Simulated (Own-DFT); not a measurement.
# What a defect does to the pressure of its cell: zincblende GaAs

No measurement is shown. These are fixed-geometry runs of a retired plane-wave code named Own-DFT, which no person has reviewed; spin and spin-orbit coupling are neglected.

Settings: PBE; PseudoDojo norm-conserving scalar-relativistic files; cutoff 42 hartree; 3 x 3 x 3 k mesh centred on Gamma; Fermi-Dirac smearing of 0.1 eV.

Keep in mind (not all hold for every row): not probed for a lower state with spin; forces not confirmed at this smearing and k mesh; stress not checked against mesh or cutoff.

All runs share one cell, with vectors in Å (11.737, 0.000, 0.000); (0.000, 11.737, 0.000); (0.000, 0.000, 10.919) and a volume of 1504.3 Å³, strained against the parent crystal. The atoms are randomly displaced, by u rms on each axis. The defect's site can differ from row to row.

```
cell,formula,u (Å),P (GPa)
no defect,As32Ga32,0.0295,0.73
no defect,As32Ga32,0.0299,0.79
no defect,As32Ga32,0.0475,0.95
one P on an As site,As31Ga32P,0.0286,0.48
one P on an As site,As31Ga32P,0.0463,0.78
one P on an As site,As31Ga32P,0.0559,0.88
one As vacancy and one Ga vacancy,As31Ga31,0.0308,0.49
one As vacancy and one Ga vacancy,As31Ga31,0.0309,0.44
one As vacancy and one Ga vacancy,As31Ga31,0.0486,0.51
one Al on a Ga site,AlAs32Ga31,0.0283,0.74
one Al on a Ga site,AlAs32Ga31,0.0306,?
one Al on a Ga site,AlAs32Ga31,0.0516,1.10
one Al on a Ga site,AlAs32Ga31,0.0518,1.07
one In on a Ga site,As32Ga31In,0.0314,1.35
one In on a Ga site,As32Ga31In,0.0472,1.64
one In on a Ga site,As32Ga31In,0.0486,1.61
```

## Working it out

P = P0 + c u² + a shift for each defect gives P0 = 0.62 GPa, c = 154 ± 21 GPa/Å² and a scatter of 0.06 GPa. The shifts, and each times the cell's volume:

- one In on a Ga site: 0.63 ± 0.05 GPa, 5.9 eV
- one Al on a Ga site: 0.04 ± 0.05 GPa, 0.3 eV (not resolved)
- one P on an As site: -0.22 ± 0.05 GPa, -2.0 eV
- one As vacancy and one Ga vacancy: -0.36 ± 0.05 GPa, -3.3 eV

A positive shift means that the defect pushes the cell outwards. Shift times volume (160.2 GPa Å³ is 1 eV) depends little on the cell's size, so, taken for each site, it can be compared between cells at like pressure. The atoms around the defects weren't relaxed, which would change these numbers.

## Check

Q: what pressure belongs in the blank (one Al on a Ga site, u = 0.0306 Å)?

From the fit: 0.80 ± 0.08 GPa. The run itself gave 0.74 GPa.
